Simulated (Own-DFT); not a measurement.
# Biaxial strain at fixed height in wurtzite AlGaN with randomly placed atoms, 72 atoms (Al27Ga9N36)

Source: density functional calculations with Own-DFT, an unreviewed in-house program that is no longer used. Nothing was measured or relaxed, and spin and spin-orbit coupling are left out.

All runs used: PBE; PseudoDojo norm-conserving scalar-relativistic files (stringent for Ga); cutoff 96 hartree; 4 x 4 x 3 k mesh centred on Gamma; Gaussian smearing of 0.01 eV.

Limits: forces on such cells passed a denser k mesh, each cell not checked; stress not checked against mesh or cutoff.

Unstrained cell vectors in Å: (9.394, 0.000, 0.000); (-4.697, 8.135, 0.000); (0.000, 0.000, 10.066). The unstrained cell has measured lattice constants (interpolated for alloys), not those of this functional. That, the random moves and any unrelaxed bonds set the pressure at no strain. Each run strains x and y alike by e, as a substrate would, and holds the height along z. Each atom got a random Gaussian move of width 0.05 Å along each axis. The random placing of the alloy's atoms differs from row to row. Stress is positive in tension.

```
e (%),u (Å),(s_xx + s_yy)/2 (GPa),s_zz (GPa)
-2.75,0.048,-23.72,-11.85
-2.50,0.048,-21.96,-10.39
-1.75,0.049,-16.20,-10.30
-1.50,0.051,-14.05,-11.11
-0.75,0.047,-10.83,-6.68
-0.50,0.051,-9.87,-6.78
0.50,0.049,-3.27,-5.23
1.00,0.047,?,?
2.00,0.050,4.28,-5.11
2.25,0.052,4.22,-1.76
```

## Analysis

With e as a fraction, the in-plane stress is -6.1 + 549 e - 2969 e² GPa (errors 14 and 960, scatter 0.71), and s_zz is -6.7 + 175 e GPa (slope ± 25, scatter 1.28). At e = 0 the first slope is C11 + C12 and the second 2 C13, both with the ions held to the strained lattice and at the cell's own pressure. The term in e² is negative: the layer stiffens under compression and softens under tension. A free layer would change its height as e changes, and the in-plane slope would drop by 2 C13²/C33 to the biaxial modulus. At fixed height, a misfit of 1 % moves the in-plane stress by about 5.5 GPa and s_zz by 1.8 GPa.

## Withheld run

Asked: what are the two stresses at e = 1.00 %?

The fit gives -1.0 and -5.0 GPa. The run itself gave -0.83 and -4.52 GPa.
